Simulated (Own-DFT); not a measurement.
SiC (4H silicon carbide, atoms displaced) (calculated)

All values are calculated (Own-DFT development build). A calculation, not a measurement: plane-wave PBE density functional theory by an unreviewed code, no spin, of a simulated periodic cell, stress positive in tension, free energy of the whole cell less one offset for each atom, forces on such cells passed a denser k mesh, this cell's mesh not checked; offsets are fitted by least squares, one for each functional and potential file, so energies compare only between cells with the same atoms and settings and are not formation energies; the far tail of each file's local potential was reset to the Coulomb form; each entry is a single point on an unrelaxed cell, so the pressure reflects the starting lattice, mostly measured values (interpolated for alloys), from which strain is counted, and rises with the displacements; printed positions are rounded, which can move forces by about a meV/angstrom; the program, named Own-DFT, is a retired in-house code; no spin-orbit coupling.

```xyz
72
Lattice="9.2481 0.0000 0.0000 -4.6241 8.0091 0.0000 0.0000 0.0000 10.0681" Properties=species:S:1:pos:R:3:force_x:R:1:force_y:R:1:force_z:R:1 formula=SiC functional=PBE potential_files=PseudoDojo_norm-conserving,scalar-relativistic,standard_set wave_cutoff=42 occupations=Fermi-Dirac smearing_width=0.1 hardware=one_NVIDIA_H100 k_mesh=4_x_4_x_3_centred_on_Gamma free_energy_of_cell_above_offsets=-9.925 pressure=4.04 stress_xx=-3 stress_yy=-3.36 stress_zz=-5.77 stress_yz=-0.38 stress_xz=0.49 stress_xy=0.06 wall_time=362.4
Si     0.0285     0.0580     4.0502     -0.441     -2.241      0.756
Si    -0.0150     1.8049     1.5557      0.016     -0.185      0.305
C     -0.0029     0.0272     0.9272      0.379      -0.16      1.223
C      0.0108     1.7681     3.4791      0.339      1.074     -0.961
Si    -1.5110     2.6445     4.0869     -1.021      1.005     -0.145
Si    -1.5249     4.4358     1.5969      0.136      0.579     -1.083
C      7.6932     2.6761     0.9388     -0.328     -0.499      0.218
C     -1.5049     4.5002     3.4254     -0.559      -1.54      1.193
Si    -3.0177     5.3651     4.1135     -1.756     -1.487     -0.583
Si    -3.0844     7.0763     1.5499      0.301      0.791      0.256
C     -3.0642     5.3284     1.0126      0.023     -0.532     -1.898
C     -3.0948     7.0492     3.4178      0.144       2.05      1.164
Si    -1.5536     8.0090     4.1307     -0.328     -0.082     -1.573
Si     3.0377     1.7314     1.5880      0.607      1.248     -0.998
C     -1.5073     8.0018     0.9894     -1.799      0.192     -1.485
C      3.0561     1.7977     3.4127      0.106     -0.672      1.705
Si     1.5607     2.7029     4.0783     -0.521     -0.147      0.153
Si     1.5279     4.3897     1.5918      0.534      2.342     -0.163
C      1.5130     2.6839     0.9362      0.543      -0.98     -0.061
C      1.5115     4.4813     3.5188      0.238     -0.515     -1.199
Si    -0.0244     5.3717     4.0620      0.561     -0.389      0.631
Si    -0.0288     7.1689     1.5938      0.923     -1.807     -0.036
C     -0.0044     5.3512     0.9285      0.273     -0.137      0.282
C     -0.0423     7.1060     3.4765      0.689      1.108     -0.118
Si     1.5382     7.9962     4.0961     -0.287      0.393     -0.552
Si     6.1129     1.7730     1.5869      0.733     -0.062     -0.754
C      1.5067     7.9847     0.9442      0.782      0.656     -0.273
C      6.1417     1.8097     3.4306      0.348     -0.675      0.933
Si     4.5899     2.6503     4.1132       0.52      0.895     -0.776
Si     4.6576     4.4332     1.6008     -0.861      0.477     -0.245
C      4.6191     2.6812     0.9377     -0.553     -0.366      0.472
C      4.5579     4.4495     3.4588      1.818     -0.447      0.624
Si     3.0771     5.3161     4.0826     -0.055      0.878      0.524
Si     3.0998     7.1801     1.6066     -0.769     -1.406     -0.655
C      3.1322     5.3603     0.9410     -0.738     -0.172      0.186
C      3.0810     7.1137     3.4681      0.253       0.59      0.494
Si    -0.0026     0.0116     9.1911      0.083      0.196     -2.134
Si     4.6881     6.1583     6.6447     -1.674      1.375     -1.013
C      0.0102     0.0394     5.9904     -0.425     -2.281      -1.11
C      4.5663     6.2421     8.4845      2.277      0.341      0.646
Si    -3.0288     5.2978     9.0947     -1.184      1.007      1.382
Si     6.1774     3.5632     6.6468     -0.151     -1.016     -1.259
C      6.1771     5.3027     6.0028      0.464      0.637      -0.34
C      6.1230     3.5531     8.4910      1.741      0.044       0.42
Si     7.7025     2.5870     9.1303      0.048      2.867      0.156
Si     7.7455     0.8367     6.6022      -1.66      1.611     -0.208
C      7.6837     2.6751     5.9492      1.072     -0.346      1.017
C      7.6824     0.9386     8.4984      0.599     -2.635      -0.31
Si     1.5573     7.9674     9.0906     -1.245      1.056      0.532
Si     1.5093     6.2282     6.6842      0.513      0.221     -3.528
C      6.1074     0.0402     5.9552      1.992     -1.468      0.614
C      1.5417     6.2120     8.4530      0.189      0.135       2.03
Si     3.1169     5.3743     9.1148     -1.189     -1.439      0.536
Si     3.0050     3.5756     6.6209       2.11     -0.275     -0.914
C      3.1099     5.3439     5.9805     -0.696      0.302      0.241
C      3.0629     3.5459     8.4547      0.815      0.852      1.439
Si     4.6612     2.7147     9.1649     -1.781      -1.32     -1.118
Si     4.6446     0.8877     6.5745     -0.978      1.153      0.791
C      4.6589     2.6859     5.9541     -1.293      -0.16      0.834
C      4.5903     0.9071     8.4682      0.867     -0.197        0.6
Si     3.0459     0.0188     9.0991      1.172        0.3      0.858
Si    -1.5697     6.2476     6.5869      1.075      -0.86      0.727
C     -1.5143     7.9731     5.9635     -1.213      1.084      0.377
C     -1.5392     6.2669     8.5315      0.014     -0.825      -1.07
Si     0.0132     5.3378     9.1012     -0.315     -0.089      0.792
Si     0.0554     3.5716     6.6255     -1.668     -0.154     -0.789
C     -0.0145     5.3386     5.9358       0.05      0.217      1.197
C      0.0283     3.5400     8.5132     -0.888       0.24     -0.261
Si     1.5662     2.6934     9.1106      -0.17     -0.348        0.3
Si     1.4729     0.8461     6.5742      2.464       1.63      0.956
C      1.5383     2.6913     5.9501     -0.066     -1.147      0.173
C      1.5596     0.9177     8.4993     -1.199     -0.485     -0.122
```

Units: wave_cutoff in hartree; smearing_width, free_energy_of_cell_above_offsets in eV; pressure, stress_xx, stress_yy, stress_zz, stress_yz, stress_xz, stress_xy in GPa; wall_time in s; force_x, force_y, force_z in eV/Å.
